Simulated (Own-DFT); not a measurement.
Hf$_{32}$O$_{63}$ (monoclinic hafnia with one vacancy, atoms displaced) (calculated)

Computed with Own-DFT development build. A calculation, not a measurement: plane-wave density functional theory by an unreviewed code, no spin, of a simulated periodic cell, stress positive in tension, run twice, with PBE and with PBEsol, both on files made for PBE, so the change isn't that of files made for PBEsol, defect cell not probed for a lower state with spin; hafnium file: forces about 75 meV/angstrom off all-electron values; oxygen file: force components 24 meV/angstrom off all-electron in one glass; forces on such cells passed a denser k mesh, this cell's mesh not checked; the far tail of each file's local potential was reset to the Coulomb form; each entry is a single point on an unrelaxed cell, so the pressure reflects the starting lattice, mostly measured values (interpolated for alloys), from which strain is counted, and rises with the displacements; printed positions are rounded, which can move forces by about a meV/angstrom; the program, named Own-DFT, is a retired in-house code; no spin-orbit coupling; stress was not checked against mesh or cutoff.

Hf$_{32}$O$_{63}$ (monoclinic hafnia with one vacancy, atoms displaced)

```cif
# cell vector a (Å): 10.2340 0.0000 0.0000
# cell vector b (Å): 0.0000 10.3500 0.0000
# cell vector c (Å): -1.6955 0.0000 10.4453
data_Hf32O63
_symmetry_space_group_name_H-M 'P 1'
_symmetry_Int_Tables_number 1
_cell_length_a 10.2340
_cell_length_b 10.3500
_cell_length_c 10.5820
_cell_angle_alpha 90.000
_cell_angle_beta 99.220
_cell_angle_gamma 90.000
_cell_volume 1106.39
loop_
_atom_site_label
_atom_site_type_symbol
_atom_site_fract_x
_atom_site_fract_y
_atom_site_fract_z
_atom_site_occupancy
Hf1 Hf 0.14353 0.01243 0.10875 1
Hf2 Hf 0.35627 0.28415 0.13860 1
Hf3 Hf 0.36336 0.47551 0.39833 1
Hf4 Hf 0.13787 0.23950 0.34825 1
O1 O 0.03118 0.15556 0.16610 1
O2 O 0.46300 0.39439 0.07459 1
O3 O 0.46469 0.33796 0.33208 1
O4 O 0.22820 0.37250 0.24166 1
O5 O 0.28132 0.11926 0.00376 1
O6 O 0.26721 0.12960 0.26357 1
O7 O 0.23341 0.36770 0.49099 1
Hf5 Hf 0.12950 0.01641 0.61524 1
Hf6 Hf 0.36064 0.27365 0.63740 1
Hf7 Hf 0.36803 0.47373 0.89336 1
Hf8 Hf 0.13826 0.23400 0.85256 1
O8 O 0.04428 0.15881 0.68907 1
O9 O 0.46670 0.40459 0.57507 1
O10 O 0.46036 0.33968 0.82288 1
O11 O 0.03092 0.07934 0.91536 1
O12 O 0.22108 0.36878 0.74887 1
O13 O 0.26394 0.14427 0.51780 1
O14 O 0.28560 0.12129 0.76343 1
O15 O 0.21573 0.36042 0.98182 1
Hf9 Hf 0.14405 0.52266 0.10256 1
Hf10 Hf 0.36676 0.76677 0.15018 1
Hf11 Hf 0.36153 0.98081 0.38970 1
Hf12 Hf 0.12759 0.73668 0.35251 1
O16 O 0.04045 0.67826 0.17382 1
O17 O 0.44797 0.91834 0.06305 1
O18 O 0.45525 0.84070 0.30739 1
O19 O 0.03005 0.58187 0.42618 1
O20 O 0.20922 0.88694 0.24284 1
O21 O 0.26835 0.63183 0.01150 1
O22 O 0.27869 0.60118 0.25150 1
O23 O 0.23557 0.88189 0.49250 1
Hf13 Hf 0.13350 0.51226 0.61094 1
Hf14 Hf 0.35351 0.78066 0.65373 1
Hf15 Hf 0.35830 0.98703 0.87668 1
Hf16 Hf 0.13490 0.73429 0.84782 1
O24 O 0.02725 0.67654 0.67749 1
O25 O 0.46014 0.90892 0.57616 1
O26 O 0.46662 0.82043 0.82781 1
O27 O 0.04379 0.57572 0.92381 1
O28 O 0.23179 0.89335 0.74733 1
O29 O 0.27921 0.63497 0.52293 1
O30 O 0.26900 0.61936 0.74753 1
O31 O 0.22536 0.86171 0.99825 1
Hf17 Hf 0.63166 0.01362 0.11757 1
Hf18 Hf 0.85712 0.27145 0.13754 1
Hf19 Hf 0.86666 0.48670 0.40944 1
Hf20 Hf 0.65461 0.22756 0.35655 1
O32 O 0.53661 0.18373 0.17879 1
O33 O 0.97165 0.41486 0.06337 1
O34 O 0.96621 0.32542 0.33102 1
O35 O 0.53354 0.07946 0.41503 1
O36 O 0.72539 0.36365 0.23519 1
O37 O 0.77422 0.12045 0.02394 1
O38 O 0.78067 0.10886 0.26909 1
O39 O 0.72247 0.36520 0.49218 1
Hf21 Hf 0.63756 0.02472 0.60308 1
Hf22 Hf 0.84714 0.25864 0.63621 1
Hf23 Hf 0.84973 0.48943 0.89081 1
Hf24 Hf 0.63752 0.22387 0.85297 1
O40 O 0.53676 0.17239 0.67075 1
O41 O 0.97699 0.41638 0.57541 1
O42 O 0.96481 0.32349 0.83634 1
O43 O 0.54154 0.08487 0.92923 1
O44 O 0.72631 0.37992 0.74442 1
O45 O 0.79129 0.13005 0.52300 1
O46 O 0.77511 0.11269 0.74617 1
O47 O 0.72465 0.36392 0.99860 1
Hf25 Hf 0.64064 0.51721 0.10460 1
Hf26 Hf 0.84756 0.75664 0.14368 1
Hf27 Hf 0.85259 0.97993 0.40196 1
Hf28 Hf 0.63579 0.73609 0.35287 1
O48 O 0.52793 0.65900 0.17454 1
O49 O 0.96903 0.91625 0.06730 1
O50 O 0.96837 0.83762 0.33573 1
O51 O 0.54099 0.57771 0.42050 1
O52 O 0.71336 0.87851 0.24233 1
O53 O 0.76570 0.63631 0.00574 1
O54 O 0.78435 0.62088 0.25781 1
O55 O 0.72657 0.86709 0.48101 1
Hf29 Hf 0.64343 0.52547 0.60702 1
Hf30 Hf 0.87329 0.75557 0.65843 1
Hf31 Hf 0.85902 0.98538 0.90050 1
Hf32 Hf 0.63756 0.73638 0.85403 1
O56 O 0.54465 0.67579 0.67077 1
O57 O 0.97353 0.92376 0.57749 1
O58 O 0.96014 0.83547 0.82001 1
O59 O 0.53343 0.57997 0.91945 1
O60 O 0.72419 0.88409 0.73661 1
O61 O 0.78261 0.62644 0.49940 1
O62 O 0.77111 0.61786 0.75848 1
O63 O 0.72565 0.86486 0.98794 1
```

Here we set functional PBE, then PBEsol, potential files PseudoDojo norm-conserving, scalar-relativistic, standard set, wave cutoff 72 hartree, occupations Fermi-Dirac, smearing width 0.1 eV and k mesh 2 x 2 x 2 centred on Gamma.

The calculation gives: PBE pressure 8.64 GPa; PBE stress xx -7.56 GPa; PBE stress yy -9.23 GPa; PBE stress zz -9.12 GPa; PBE stress yz -0.93 GPa; PBE stress xz -0.91 GPa; PBE stress xy -0.97 GPa; PBEsol pressure 2.23 GPa; PBEsol stress xx -1.19 GPa; PBEsol stress yy -2.85 GPa; PBEsol stress zz -2.64 GPa; PBEsol stress yz -0.9 GPa; PBEsol stress xz -0.51 GPa; PBEsol stress xy -0.95 GPa; rms change of force components from PBE to PBEsol 0.069 eV/Å.

Force:
```
force element  PBE force x (eV/Å)  PBE force y (eV/Å)  PBE force z (eV/Å)  PBEsol force x (eV/Å)  PBEsol force y (eV/Å)  PBEsol force z (eV/Å)
           Hf              -0.694                 1.9               -2.63                 -0.689                  1.862                 -2.593
           Hf              -2.214              -6.276               2.595                 -2.162                 -6.094                   2.56
           Hf               0.409               0.615               -0.05                  0.424                  0.516                 -0.052
           Hf               0.042              -2.199               0.679                  0.201                 -2.005                  0.544
            O              -0.806               1.379               0.824                 -0.766                  1.366                  0.847
            O               4.122               5.505              -2.377                  4.007                  5.391                 -2.354
            O               1.039              -0.587              -0.415                  0.971                  -0.55                 -0.444
            O               -1.16               1.079              -0.522                 -1.077                  1.011                 -0.478
            O              -0.478               0.733               0.703                 -0.519                  0.699                  0.656
            O               1.393              -1.544               0.059                  1.277                 -1.512                  0.078
            O              -1.697               2.151               0.017                 -1.588                  2.076                   0.01
           Hf               2.842               3.359              -2.091                  2.843                  3.264                 -1.863
           Hf              -1.209              -1.152                1.76                 -1.181                 -1.068                  1.736
           Hf              -2.303               1.114               0.202                 -2.227                   1.01                  0.209
           Hf              -1.087              -2.859               1.374                 -1.061                 -2.809                  1.324
            O              -2.122               0.762              -2.755                  -2.03                   0.71                 -2.666
            O               2.228               2.459               0.191                  2.134                  2.391                  0.141
            O               2.168              -1.595               0.088                  2.087                 -1.562                  0.059
            O               0.052               -0.18               0.384                   0.02                 -0.194                  0.405
            O               0.709               2.052              -2.323                  0.744                  1.985                 -2.266
            O              -0.264              -2.161              -1.403                 -0.319                 -2.075                 -1.364
            O               0.088               1.726              -1.433                  0.021                  1.667                 -1.388
            O               1.369               2.783               2.542                  1.391                  2.715                  2.482
           Hf              -1.239              -0.459              -0.396                 -1.185                 -0.386                 -0.441
           Hf              -2.703               0.239              -3.784                 -2.618                  0.273                 -3.694
           Hf               -1.83               1.153               0.911                 -1.772                  1.055                  0.903
           Hf               1.736              -0.378               0.752                  1.654                 -0.388                  0.666
            O              -0.912              -0.865              -0.518                 -0.892                 -0.816                 -0.424
            O               2.356              -0.041               1.819                  2.294                 -0.024                  1.755
            O               1.818               0.148               2.993                  1.764                  0.129                  2.884
            O               1.575               1.033               0.103                  1.504                  0.983                  0.158
            O               1.426              -2.018               1.478                  1.431                 -1.957                  1.436
            O               1.276              -0.981              -0.912                  1.149                  -0.96                 -0.862
            O               -0.02               2.072                1.21                 -0.065                  1.996                  1.145
            O              -1.692               -0.84              -0.282                 -1.586                 -0.808                 -0.267
           Hf               3.814               1.484              -0.614                  3.743                  1.492                 -0.639
           Hf               1.773              -2.551              -2.521                  1.744                 -2.465                 -2.465
           Hf               1.345              -0.141               5.885                  1.273                 -0.152                  5.802
           Hf               0.952               -0.54               4.179                  0.916                 -0.591                  4.077
            O               5.311              -4.215              -0.896                  5.191                 -4.096                 -0.803
            O                2.31               2.013               -0.24                  2.224                  1.982                 -0.265
            O              -1.195               1.713               0.585                 -1.158                  1.663                  0.493
            O              -1.388               1.372              -1.981                 -1.338                  1.336                  -1.87
            O              -1.811              -2.901              -0.915                 -1.713                 -2.814                 -0.927
            O              -0.719              -0.449              -1.653                 -0.764                 -0.426                 -1.572
            O              -0.458              -0.086               2.367                 -0.518                 -0.068                  2.293
            O              -0.814                0.21              -1.692                 -0.748                   0.21                 -1.646
           Hf              -1.824               2.295              -2.405                 -1.761                  2.294                 -2.396
           Hf               3.345              -0.796               1.119                  3.229                 -0.728                  1.081
           Hf               0.342              -2.376              -2.503                  0.356                 -2.304                 -2.371
           Hf              -3.481               0.564              -1.819                 -3.396                  0.533                 -1.819
            O               1.323              -2.686              -0.254                  1.316                 -2.606                 -0.186
            O               -1.72              -0.239               1.521                 -1.691                 -0.218                  1.428
            O              -1.511               1.102              -0.352                 -1.434                   1.03                 -0.389
            O               1.632               0.537               0.951                  1.592                  0.504                  0.979
            O              -0.449               1.991                0.62                 -0.401                  1.894                   0.58
            O              -0.093               0.143              -1.168                 -0.131                  0.145                 -1.126
            O              -0.577               1.232              -0.468                 -0.635                  1.191                 -0.418
            O               0.588               0.661               0.481                  0.633                  0.616                  0.475
           Hf              -1.695              -2.214              -0.012                 -1.641                 -2.106                  0.007
           Hf               4.274               4.264                5.71                  4.099                  4.199                  5.614
           Hf               3.594              -4.014               1.883                  3.498                 -3.984                  1.856
           Hf              -0.802                 0.5               0.387                 -0.801                   0.45                  0.338
            O               0.679              -0.962               0.022                   0.68                 -0.925                  0.078
            O              -3.396              -2.103               0.689                 -3.307                 -1.992                  0.599
            O              -2.031               1.612              -1.137                 -1.944                  1.559                 -1.136
            O              -0.015              -0.124              -1.027                 -0.001                 -0.122                 -0.979
            O              -0.303               0.034              -0.583                  -0.24                  0.044                 -0.572
            O              -1.784              -3.681               -4.32                 -1.784                 -3.625                 -4.231
            O              -0.611               1.555               1.746                 -0.649                  1.536                  1.662
            O              -0.538               1.247              -1.807                 -0.471                  1.222                 -1.737
           Hf              -1.494              -0.945               0.061                 -1.435                 -0.881                  0.014
           Hf               3.578               3.698                0.28                  3.459                  3.596                  0.271
           Hf               3.285              -1.123              -0.145                  2.977                 -1.263                  -0.14
           Hf              -0.872               -1.83               0.369                 -0.823                 -1.831                  0.317
            O               1.923              -0.832              -0.278                  1.875                 -0.773                 -0.227
            O              -1.651              -1.621               1.006                   -1.6                  -1.52                  0.927
            O              -1.825               0.556              -0.421                 -1.777                   0.53                 -0.415
            O               0.392               1.066               0.383                   0.39                  1.029                  0.431
            O               0.789              -1.488              -0.382                  0.807                  -1.45                 -0.346
            O               0.525              -2.211               0.037                  0.455                 -2.158                  0.043
            O              -1.268              -0.569              -0.148                 -1.282                 -0.504                 -0.168
            O              -0.844                0.35                1.46                 -0.739                  0.387                  1.347
           Hf               -2.73              -0.506              -1.336                 -2.653                 -0.443                 -1.324
           Hf              -5.968                5.36              -2.844                 -5.843                  5.262                 -2.694
           Hf                1.77              -0.347               0.419                  1.755                 -0.388                  0.444
           Hf              -0.663              -0.027              -1.385                 -0.651                 -0.062                 -1.383
            O              -0.304              -0.984              -0.668                 -0.265                 -0.964                  -0.58
            O               -3.35               -2.57              -0.137                  -3.24                 -2.435                 -0.192
            O               0.592              -0.196               1.224                  0.584                 -0.235                  1.123
            O               0.692              -0.121               0.868                  0.679                 -0.143                  0.903
            O              -0.477              -0.621               0.298                 -0.423                 -0.596                  0.311
            O              -0.942               0.494               1.868                 -0.962                  0.442                  1.812
            O               1.124               1.042              -0.379                  1.056                  1.023                 -0.379
            O              -0.571               0.846               1.282                 -0.495                  0.807                  1.251
```
